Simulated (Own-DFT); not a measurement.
# Shaking the atoms of beta-Si3N4, 42 atoms (N24Si18)

Calculated results; nothing here was measured. The program, named Own-DFT, is a retired in-house plane-wave density functional code that no person has reviewed. Each row is one single-point run on a periodic cell that was not relaxed, without spin or spin-orbit coupling.

Settings of every run: PBEsol; PseudoDojo norm-conserving scalar-relativistic files, made for PBE; cutoff 42 hartree; 3 x 3 x 3 k mesh centred on Gamma; Fermi-Dirac smearing of 0.1 eV.

Known limits, some of them of some rows only: some atoms lie very close together; forces on such cells passed a denser k mesh, each cell not checked; stress not checked against mesh or cutoff.

Cell vectors in Å: (7.606, 0.000, 0.000); (-3.803, 6.587, 0.000); (0.000, 0.000, 8.727). In each run every atom was moved at random and independently from its ideal site; u is the rms move along one axis. E is the free energy for each atom above the fitted value at u = 0, and F the rms of the force components.

| run | u (Å) | E (meV/atom) | F (eV/Å) | largest force (eV/Å) | P (GPa) |
|---|---|---|---|---|---|
| 1 | 0.0180 | 13.7 | 0.805 | 2.21 | 3.07 |
| 2 | 0.0205 | ? | ? | ? | ? |
| 3 | 0.0428 | 79.0 | 1.704 | 6.06 | 4.37 |
| 4 | 0.0512 | 124.0 | 2.175 | 8.94 | 6.57 |
| 5 | 0.0531 | 103.1 | 1.857 | 7.67 | 5.05 |
| 6 | 0.0952 | 438.2 | 4.627 | 20.90 | 13.09 |
| 7 | 0.0992 | 410.1 | 4.205 | 20.06 | 13.62 |
| 8 | 0.1073 | 446.0 | 4.273 | 18.54 | 13.80 |
| 9 | 0.1416 | 881.1 | 6.977 | 34.90 | 24.17 |

## Worked fit

For small independent moves the energy grows as E = (3/2) K u², with K the mean stiffness felt by one atom. The runs with u up to 0.11 Å give K = 28.4 ± 1.5 eV/Å², with residuals divided by u² + 0.0006 Å², since the noise grows with the moves. The scatter is 12.6 meV/atom at u = 0.05 Å. The forces follow F = G u with G = 42.0 eV/Å²; no force at u = 0 is resolved. G exceeds K because the moves of its neighbours add to the force on an atom, and stiffness differs between atoms. At u = 0.142 Å the parabola gives 854 meV/atom and the run 881. The pressure follows P = 2.86 + 1041 u² GPa: at fixed volume, shortened bonds push harder than stretched ones pull.

## Withheld run

Question: what energy and rms force should run 2 give?

The fit gives 18 ± 4 meV/atom and about 0.86 eV/Å. The calculation gave 15.6 meV/atom and 0.850 eV/Å.
